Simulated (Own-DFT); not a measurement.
Simulation results for Al3GaN4 (wurtzite random alloy, strained, atoms displaced)

All values are calculated (Own-DFT development build). A calculation, not a measurement: plane-wave PBE density functional theory by an unreviewed code, no spin, of a simulated periodic cell, stress positive in tension, free energy of the whole cell less one offset for each atom, forces on such cells passed a denser k mesh, this cell's mesh not checked; offsets are fitted by least squares, one for each functional and potential file, so energies compare only between cells with the same atoms and settings and are not formation energies; the far tail of each file's local potential was reset to the Coulomb form; each entry is a single point on an unrelaxed cell, so the pressure reflects the starting lattice, mostly measured values, from which strain is counted, and rises with the displacements; printed positions are rounded, which can move forces by about a meV/angstrom; the program is a retired in-house code; no spin-orbit coupling.

Settings shared by all entries: functional PBE; potential files PseudoDojo norm-conserving, scalar-relativistic, standard set with the stringent files for Ga; wave cutoff 96 hartree; occupations Gaussian; smearing width 0.01 eV; k mesh 4 x 4 x 3 centred on Gamma.

(1) Al3GaN4 (wurtzite random alloy, strained, atoms displaced)

```
Al3GaN4
1.0
      9.1119     0.0000     0.0000
     -4.5560     7.8912     0.0000
      0.0000     0.0000    10.0655
Al N Al Ga N Al N Al N Al N Al N Al N Ga N Al N Ga Al N Ga N Al N Al N Al Ga N Al Ga N Al N Al N Al Ga N
2 2 1 1 2 2 2 2 2 2 2 2 2 2 2 2 2 2 2 1 1 2 2 2 2 2 2 2 1 1 2 1 1 2 2 2 2 2 1 1 2
Direct
  0.10231 0.21993 0.99953
  0.22143 0.10930 0.25803
  0.11873 0.23284 0.19598
  0.21751 0.10943 0.43579
  0.10727 0.21960 0.50143
  0.21643 0.10537 0.75237
  0.11805 0.21410 0.69238
  0.22805 0.11552 0.93954
  0.11397 0.55462 0.99980
  0.22699 0.45249 0.24778
  0.11142 0.55135 0.18738
  0.22826 0.44798 0.44388
  0.10968 0.55362 0.49172
  0.23056 0.45117 0.74791
  0.10880 0.54766 0.69594
  0.22571 0.43864 0.94335
  0.11977 0.89540 0.00157
  0.21625 0.78371 0.24234
  0.11068 0.88496 0.18897
  0.21924 0.76053 0.44894
  0.10678 0.88516 0.49826
  0.22150 0.78542 0.74848
  0.10437 0.88319 0.69275
  0.22721 0.77801 0.93216
  0.43928 0.22234 0.00229
  0.55606 0.11802 0.24349
  0.43709 0.21741 0.19083
  0.56571 0.11813 0.44003
  0.44578 0.21694 0.49144
  0.56923 0.11169 0.75023
  0.44208 0.21979 0.69413
  0.55682 0.10931 0.93525
  0.44875 0.55863 0.99335
  0.55870 0.43723 0.24804
  0.44119 0.55611 0.18808
  0.54475 0.44120 0.44318
  0.44886 0.56460 0.49787
  0.55265 0.43730 0.75835
  0.43647 0.55917 0.68287
  0.55389 0.44168 0.94684
  0.45514 0.88945 0.00649
  0.55983 0.78747 0.24646
  0.43931 0.89054 0.19479
  0.56947 0.79106 0.44279
  0.44719 0.88931 0.49761
  0.54738 0.77147 0.74852
  0.43616 0.88155 0.68574
  0.56382 0.78420 0.93750
  0.77676 0.22179 0.00294
  0.88067 0.09525 0.24484
  0.77852 0.22142 0.19993
  0.88731 0.11294 0.44382
  0.75823 0.20021 0.50672
  0.89682 0.11453 0.74328
  0.77263 0.22667 0.69414
  0.89028 0.10717 0.93656
  0.77481 0.55074 0.00809
  0.89508 0.45154 0.24793
  0.77638 0.54805 0.19676
  0.88618 0.44571 0.43520
  0.77443 0.55049 0.49624
  0.88384 0.44295 0.75500
  0.77727 0.55381 0.69337
  0.89740 0.43712 0.94174
  0.78007 0.89021 0.99544
  0.89245 0.77801 0.24169
  0.76711 0.87836 0.19243
  0.91124 0.79382 0.44737
  0.78129 0.88321 0.50044
  0.88621 0.78098 0.73862
  0.77230 0.88354 0.69335
  0.88739 0.77744 0.93807
```

- free energy of cell above offsets: -16.764 eV
- pressure: 21.89 GPa
- stress xx: -31.62 GPa
- stress yy: -24.84 GPa
- stress zz: -9.23 GPa
- stress yz: 0.52 GPa
- stress xz: -0.54 GPa
- stress xy: -2.67 GPa

Force:
```
element  x (eV/Å)  y (eV/Å)  z (eV/Å)
     Al      2.02     0.448     1.109
     Al    -1.196     0.553    -1.481
      N    -0.728    -2.812    -1.152
      N     0.156     -0.95       0.9
     Al     0.466     1.062    -0.012
     Ga     2.624     -0.62     0.785
      N    -2.381     3.319    -2.261
      N    -1.431    -0.743     1.476
     Al     0.888     0.457    -0.526
     Al     0.233    -0.744      1.61
      N     0.473     2.509    -0.951
      N    -1.615    -1.469    -1.639
     Al    -0.262    -3.202     2.762
     Al    -1.576    -1.955     1.014
      N    -1.113     0.867    -1.062
      N     -0.44     0.954    -1.217
     Al    -0.451    -1.093    -1.305
     Al     2.714    -2.699      2.39
      N    -1.625     1.813    -0.881
      N    -0.739     5.156    -2.766
     Al     5.454     2.089      2.45
     Al     0.674    -2.271    -0.033
      N     1.496     0.684    -2.244
      N    -0.746     -0.02     1.615
     Al     1.241    -0.577    -0.119
     Al     0.721    -0.834     1.552
      N     0.497     0.262    -0.541
      N    -2.545    -3.485    -2.747
     Ga    -1.574     0.401     2.702
     Ga     -4.55    -2.564     0.819
      N     0.746     0.401    -0.891
      N    -0.394     1.441      2.33
     Al    -0.678    -0.006      1.74
     Al    -2.732     0.982     1.128
      N     1.861     0.042    -0.751
      N     2.734     1.053    -2.254
     Ga    -0.412     0.051     0.224
     Al    -0.422     0.868    -1.264
      N     2.957    -0.517      2.14
      N     0.733      0.35    -0.731
     Ga     -1.95      0.02    -0.796
     Ga    -2.177    -3.004     2.262
      N    -0.662     1.105    -0.043
      N    -0.756    -0.246    -1.009
     Al    -0.738    -0.358      0.57
     Al     0.025     1.173     0.197
      N     1.026     0.765    -0.454
      N     0.473    -1.748    -0.767
     Al     0.611    -0.706      0.33
     Al     0.612     3.136     1.877
      N     0.127    -1.291    -2.531
      N     0.281    -1.164    -0.615
     Al      3.97     4.385     0.525
     Ga    -1.214    -0.303      0.88
      N     3.843      1.27    -2.552
      N    -1.254      0.46     0.961
     Al     1.086     0.741    -1.342
     Ga     1.276    -1.966     1.673
      N    -1.837     2.224    -1.865
      N     0.263    -1.156     1.555
     Al     0.004     0.611     1.054
     Al     1.425     1.063    -0.135
      N    -0.995    -1.389    -1.203
      N    -2.374      0.76     0.325
     Al     0.659    -0.474     0.367
     Al    -0.845    -0.591     1.778
      N     4.021     1.671      -2.6
      N    -5.496    -4.603     -3.37
     Al     0.221     1.738     0.843
     Ga     0.571    -1.744     2.608
      N     -2.32     0.889        -2
      N     1.046    -0.471     1.557
```

(2) Al3GaN4 (wurtzite random alloy, strained, atoms displaced)

```
Al3GaN4
1.0
      9.1119     0.0000     0.0000
     -4.5560     7.8912     0.0000
      0.0000     0.0000    10.0655
Al N Al Ga N Al N Al Ga N Al N Al N Al N Al N Al N Al N Ga Al N Al N Al N Al N Ga N Al Ga N Ga N Al Ga N
2 2 1 1 2 2 2 1 1 2 2 2 2 2 2 2 2 2 2 2 2 2 1 1 2 2 2 2 2 2 2 2 2 1 1 2 2 2 1 1 2
Direct
  0.09734 0.20889 0.00934
  0.21795 0.11136 0.24803
  0.12053 0.22919 0.18925
  0.21789 0.10467 0.42768
  0.10800 0.22128 0.49558
  0.22775 0.11539 0.74431
  0.11316 0.21571 0.69196
  0.22376 0.11321 0.94025
  0.10857 0.54538 0.00126
  0.21982 0.43608 0.24832
  0.10188 0.54845 0.18906
  0.22435 0.44732 0.43523
  0.11078 0.55117 0.49640
  0.22653 0.45159 0.75106
  0.10743 0.55112 0.68532
  0.22380 0.44346 0.94005
  0.11276 0.88777 0.00079
  0.22472 0.78155 0.24442
  0.11413 0.88784 0.18619
  0.21077 0.75394 0.44198
  0.11221 0.89415 0.50017
  0.21647 0.77685 0.75136
  0.11067 0.88746 0.68196
  0.22286 0.78928 0.93565
  0.45090 0.22841 0.00145
  0.56595 0.12111 0.25093
  0.45773 0.22803 0.19891
  0.54956 0.11557 0.43592
  0.44574 0.22462 0.50205
  0.55197 0.10777 0.74684
  0.45141 0.22652 0.69018
  0.55405 0.11116 0.94414
  0.44218 0.55226 0.99301
  0.54928 0.43721 0.24539
  0.44975 0.55921 0.18878
  0.55803 0.45154 0.43955
  0.44352 0.55900 0.50224
  0.55233 0.44560 0.75681
  0.44622 0.55749 0.69190
  0.55307 0.44555 0.93667
  0.43900 0.89104 0.99440
  0.55640 0.78515 0.25284
  0.44419 0.89460 0.17574
  0.55268 0.76575 0.44532
  0.44229 0.88883 0.49807
  0.55352 0.78268 0.74431
  0.44295 0.88861 0.68616
  0.55789 0.77317 0.93568
  0.77154 0.22270 0.99641
  0.89463 0.11395 0.24639
  0.77347 0.22406 0.19392
  0.88694 0.11072 0.43589
  0.77906 0.22630 0.49858
  0.88238 0.10846 0.74446
  0.77502 0.22933 0.69561
  0.88077 0.11183 0.93418
  0.78212 0.55988 0.00366
  0.89337 0.44963 0.25675
  0.79212 0.56612 0.18884
  0.89255 0.45405 0.43902
  0.77836 0.56316 0.49167
  0.88411 0.43784 0.74771
  0.78075 0.56146 0.68572
  0.88462 0.43509 0.93984
  0.78112 0.88732 0.99577
  0.88044 0.78160 0.25242
  0.79136 0.89624 0.19334
  0.88739 0.77839 0.44986
  0.76930 0.88225 0.49464
  0.88825 0.77618 0.75268
  0.77578 0.88644 0.68553
  0.88793 0.76954 0.94162
```

* free energy of cell above offsets: -18.947 eV
* pressure: 20.97 GPa
* stress xx: -24.14 GPa
* stress yy: -27.37 GPa
* stress zz: -11.41 GPa
* stress yz: 0.42 GPa
* stress xz: -0.67 GPa
* stress xy: 1.4 GPa

Force:
```
element  x (eV/Å)  y (eV/Å)  z (eV/Å)
     Al     0.952     1.477    -2.648
     Al     2.343    -0.607    -0.552
      N     -1.18    -2.148    -0.387
      N     0.066     1.365     1.877
     Al     0.796     0.058     0.874
     Ga     0.531    -1.452     1.835
      N    -3.008     1.249    -2.219
      N    -0.263    -0.147      1.03
     Al    -0.831     1.237    -0.023
     Al     0.021     3.633     0.494
      N     3.395     1.682     -1.25
      N     0.278    -1.372     0.134
     Al    -0.226    -1.925     1.669
     Ga     -0.47    -1.635     0.274
      N     0.117     1.441    -0.366
      N    -0.673    -1.112     0.935
     Al    -0.955     0.887     0.223
     Al     0.298    -1.317     1.065
      N    -0.541     0.998     0.056
      N     0.103     5.888    -2.005
     Al     0.646     -1.82    -0.529
     Al     0.281    -0.376    -0.897
      N     0.823     0.236      0.45
      N     -0.38    -3.435    -0.841
     Al    -0.849    -0.804     0.656
     Al    -1.265    -2.233     0.282
      N    -2.284    -1.812    -2.524
      N     1.787    -1.151     0.659
     Al    -1.019     0.863    -0.546
     Al     0.041     0.384     1.263
      N     0.391     0.422    -0.988
      N     -0.46     1.574    -2.285
     Al    -0.032      0.82     1.666
     Al      0.89     3.409     1.581
      N    -0.683     0.026    -0.578
      N    -0.455    -1.137     -0.61
     Al     0.422    -2.576     0.659
     Al      1.35     0.663    -1.672
      N     0.732     0.596    -1.126
      N     0.447    -0.524     0.621
     Ga     1.996    -0.953    -0.194
     Al      0.12    -0.776    -0.835
      N     0.882    -0.087     3.965
      N    -1.699     3.216    -2.103
     Al    -0.499    -0.626    -0.109
     Al     1.145    -0.701     1.049
      N    -0.758     0.164    -0.169
      N    -1.138    -0.004    -0.948
     Al     0.645     -0.76      1.52
     Al    -1.177     0.958     0.805
      N     2.716    -0.363    -1.772
      N    -0.443    -0.119     0.046
     Al    -0.576     0.181     0.254
     Al     0.905     0.339     0.436
      N     0.689    -4.567    -2.951
      N     0.897     0.485     0.261
     Ga     0.111    -2.369     0.235
     Ga    -1.073    -0.845    -0.391
      N    -2.565    -1.857      0.57
      N    -0.296    -1.694      1.69
     Al     0.296    -1.465     2.145
     Ga    -0.479     3.531     1.284
      N    -1.195    -1.959    -0.553
      N     0.619     1.472     0.032
     Ga    -0.822     0.053     0.749
     Ga      3.92    -1.123     1.916
      N      -4.5     1.257      -1.4
      N     0.186     1.542    -1.697
     Al     1.095     1.329      1.52
     Ga     0.032     0.566    -0.355
      N    -1.177     0.986    -0.481
      N     1.003     2.859     -0.77
```

(3) Al3GaN4 (wurtzite random alloy, strained, atoms displaced)

```
Al3GaN4
1.0
      9.1119     0.0000     0.0000
     -4.5560     7.8912     0.0000
      0.0000     0.0000    10.0655
Al Ga N Ga Al N Al N Ga Al N Ga N Al Ga N Al N Al N Al N Al N Al Ga N Al N Al N Al N Al Ga N Al N Al N Al Ga N
1 1 2 1 1 2 2 2 1 1 2 2 2 1 1 2 2 2 2 2 2 2 2 2 1 1 2 2 2 2 2 2 2 1 1 2 2 2 2 2 1 1 2
Direct
  0.11365 0.22297 0.00172
  0.22842 0.10663 0.24894
  0.12353 0.22592 0.19667
  0.21792 0.10709 0.44100
  0.10978 0.23201 0.50469
  0.22281 0.10962 0.75722
  0.11560 0.21344 0.67816
  0.22941 0.11571 0.93425
  0.10989 0.56183 0.00113
  0.22932 0.44882 0.25424
  0.10693 0.55056 0.19550
  0.23047 0.44420 0.43938
  0.10564 0.55483 0.50175
  0.21095 0.43479 0.75732
  0.10967 0.56083 0.69085
  0.21930 0.44872 0.95006
  0.11103 0.88635 0.00408
  0.21429 0.76097 0.24827
  0.11222 0.89055 0.19315
  0.22122 0.77825 0.44128
  0.10105 0.88169 0.50286
  0.22014 0.76764 0.74869
  0.11662 0.89417 0.69609
  0.22571 0.78313 0.93790
  0.44382 0.22520 0.98794
  0.55063 0.10636 0.24815
  0.43608 0.21230 0.18703
  0.55200 0.09732 0.44617
  0.44512 0.22817 0.49936
  0.55674 0.11430 0.75081
  0.43247 0.22258 0.69728
  0.55885 0.10856 0.93595
  0.43527 0.54510 0.99853
  0.56032 0.44548 0.25227
  0.44417 0.55852 0.19267
  0.55843 0.44711 0.45171
  0.44611 0.55150 0.50055
  0.55947 0.45618 0.75154
  0.44757 0.56141 0.69702
  0.54922 0.43877 0.94597
  0.43948 0.89141 0.00811
  0.56034 0.77915 0.25164
  0.45786 0.89325 0.18821
  0.55398 0.77338 0.43627
  0.45693 0.89386 0.49079
  0.54922 0.77755 0.75693
  0.45565 0.88689 0.69729
  0.55533 0.77292 0.93741
  0.78877 0.22316 0.99819
  0.88451 0.11501 0.25231
  0.78444 0.22306 0.19587
  0.88336 0.10024 0.43350
  0.78480 0.22763 0.50496
  0.89168 0.11731 0.75117
  0.77821 0.22234 0.68299
  0.88505 0.11177 0.93839
  0.78512 0.56160 0.00446
  0.88245 0.44925 0.25239
  0.76549 0.55277 0.18618
  0.89746 0.45034 0.43512
  0.77595 0.55961 0.51056
  0.88621 0.44197 0.75214
  0.77427 0.55277 0.69904
  0.89003 0.44861 0.93711
  0.77316 0.88478 0.99353
  0.89053 0.77655 0.24898
  0.77890 0.90513 0.18455
  0.88480 0.78338 0.44264
  0.78275 0.89955 0.49790
  0.88083 0.77913 0.75124
  0.78716 0.89245 0.69390
  0.88566 0.77688 0.94022
```

* free energy of cell above offsets: -17.486 eV
* pressure: 21.55 GPa
* stress xx: -24.04 GPa
* stress yy: -28.1 GPa
* stress zz: -12.52 GPa
* stress yz: 0.41 GPa
* stress xz: -0.98 GPa
* stress xy: 0.55 GPa

Force:
```
element  x (eV/Å)  y (eV/Å)  z (eV/Å)
     Al    -0.153    -0.549     1.368
     Ga    -2.198     0.389     2.567
      N    -2.619     0.214    -1.778
      N     0.916     0.105     0.476
     Ga      0.98    -2.353    -2.948
     Al    -0.574    -0.584    -1.503
      N    -1.926     1.289      5.15
      N    -2.066    -0.276     1.397
     Al     0.261    -0.196     0.719
     Al    -0.402    -1.178    -0.084
      N     0.744     -2.05    -2.675
      N    -0.925     1.653    -0.559
     Ga     2.746     1.066     0.394
     Al     1.235     0.987    -0.764
      N     0.315    -4.864    -0.077
      N    -0.817    -1.259     -1.94
     Ga    -0.684     1.047     -0.39
     Ga     0.713     4.043     1.659
      N    -0.333    -2.727    -0.814
      N      0.44     0.931     0.087
     Al     1.376     1.859     0.684
     Ga     0.355     4.227       0.7
      N    -0.521    -1.098    -1.448
      N     0.622     -1.34     1.158
     Al     1.864    -1.505     1.957
     Al     0.785     1.111     0.887
      N     3.462     2.886    -1.207
      N    -0.387     5.774    -1.897
     Al    -0.191    -2.749     1.343
     Al    -0.751    -0.812     -0.39
      N     2.995     1.451    -1.304
      N    -0.003     0.953     0.766
     Al     1.178     2.138     1.267
     Al    -2.667    -1.569     0.375
      N     1.071    -1.477    -1.071
      N     1.027    -0.266    -2.267
     Al    -1.029     1.604     1.528
     Al    -0.842    -2.381     1.246
      N    -1.318    -1.146    -1.152
      N     1.129     2.407    -1.305
     Al      1.96    -0.093    -1.626
     Ga     0.688    -0.034    -0.157
      N    -2.661    -0.458    -0.281
      N         1     0.002     1.664
     Al    -1.625    -4.066     2.973
     Al     2.611    -0.079    -0.058
      N    -2.366     1.861    -2.557
      N     -1.23    -0.302     1.263
     Al    -2.788     0.468     1.509
     Al     3.041     0.131     0.029
      N    -2.636     0.428    -2.031
      N    -1.133     3.575      0.46
     Al    -0.543    -1.152    -2.289
     Al     0.633    -1.066    -0.377
      N     0.198     0.726     1.486
      N     2.439    -0.165    -0.869
     Al    -1.647    -1.308    -1.115
     Ga     0.633    -1.043    -0.385
      N     1.307     1.887     0.032
      N    -3.508    -1.544     1.815
     Al     1.027     0.302    -0.417
     Al    -0.043      0.38     0.044
      N     0.957    -0.494    -1.728
      N     0.323    -0.409     0.567
     Al    -0.368     0.711     1.389
     Al    -1.736     1.274     0.498
      N     2.628    -1.821    -0.776
      N     0.594    -1.849    -0.938
     Al    -0.784    -2.833     1.847
     Ga     3.336    -0.278     0.906
      N    -4.144      1.63    -1.851
      N     0.028    -0.134     0.815
```
